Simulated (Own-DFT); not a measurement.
# How HSE06 shifts the pressure of monoclinic HfO2, 94 atoms (Hf32O62), with two O vacancies

Calculated, not measured. Each geometry was run twice at fixed positions with Own-DFT, a retired in-house plane-wave program that no person has reviewed: with PBE, and with HSE06 (exact exchange share 0.25 at short range, screening 0.11 per bohr, Gygi-Baldereschi treatment of its divergence). Both used PseudoDojo norm-conserving files made for PBE, a cutoff of 48 hartree, the Gamma point alone, fixed occupations, a neutral cell and no spin. One k point on a cell 10.1 Å thick isn't converged, and results move with the size of the cell. The hafnium file keeps the 4f electrons in the core, and its forces lie about 75 meV/Å off all-electron values. The oxygen file's force components were 24 meV/Å off all-electron values in a glass.

Unstrained cell vectors in Å: (10.234, 0.000, 0.000); (0.000, 10.350, 0.000); (-1.695, 0.000, 10.445), volume V0 = 1106.4 Å³, from measured lattice constants. Each geometry has its own random strain of a few per cent, its own defect sites and random moves of rms u per axis. HSE06 gave the energy alone. D is its energy less that of PBE, over the lowest D shown. The PBE stress wasn't checked against mesh or cutoff.

```
run  V - V0 (Å³)   u (Å)  P with PBE (GPa)  D (eV)
  1          1.4  0.0313              3.90   0.990
  2        -41.4  0.0303             14.99   0.000
  3         11.8  0.0489              3.08   1.433
  4        -19.3  0.0504              9.56   0.683
  5        -32.9  0.0307             11.30   0.136
  6         18.1  0.0502              1.50   1.536
  7         28.2  0.0500             -1.05   1.894
  8        -10.6  0.0481              8.01   0.898
  9        -26.0  0.0288             11.19   0.353
 10        -34.2  0.0284             11.74   0.208
 11         -6.5  0.0483              6.39   1.038
 12        -15.2  0.0295              7.71   0.580
 13         25.1  0.0289             -1.26       ?
```

## Analysis

D = 0.85 + 0.0237 (V - V0) + 125 u² eV, with an error of 0.0009 on the volume slope, 24 on the last term and a scatter of 0.05 eV. Pressure is -dE/dV, and 1 eV/Å³ is 160.2 GPa, so HSE06 changes the pressure by -3.8 ± 0.1 GPa. With the ions held to the strained lattice, the PBE pressure falls by 254 ± 13 GPa per unit of volume strain; the shape of the strain isn't fitted, so the true error is larger, and a relaxed crystal would be softer. On that slope HSE06's volume at a given pressure is about 1.5 % smaller, or 0.5 % in lengths. At u = 0 and V0 the PBE pressure is 3.9 GPa, which puts the zero-pressure volume, against the measured cell and with the defects in, at +1.5 % for PBE and +0.0 % for HSE06, each good to a few tenths of a per cent.

## Prediction

Q: what D should run 13 give?

From the fit: 1.56 eV, with rows scattering by 0.05. The calculation gave 1.658 eV.
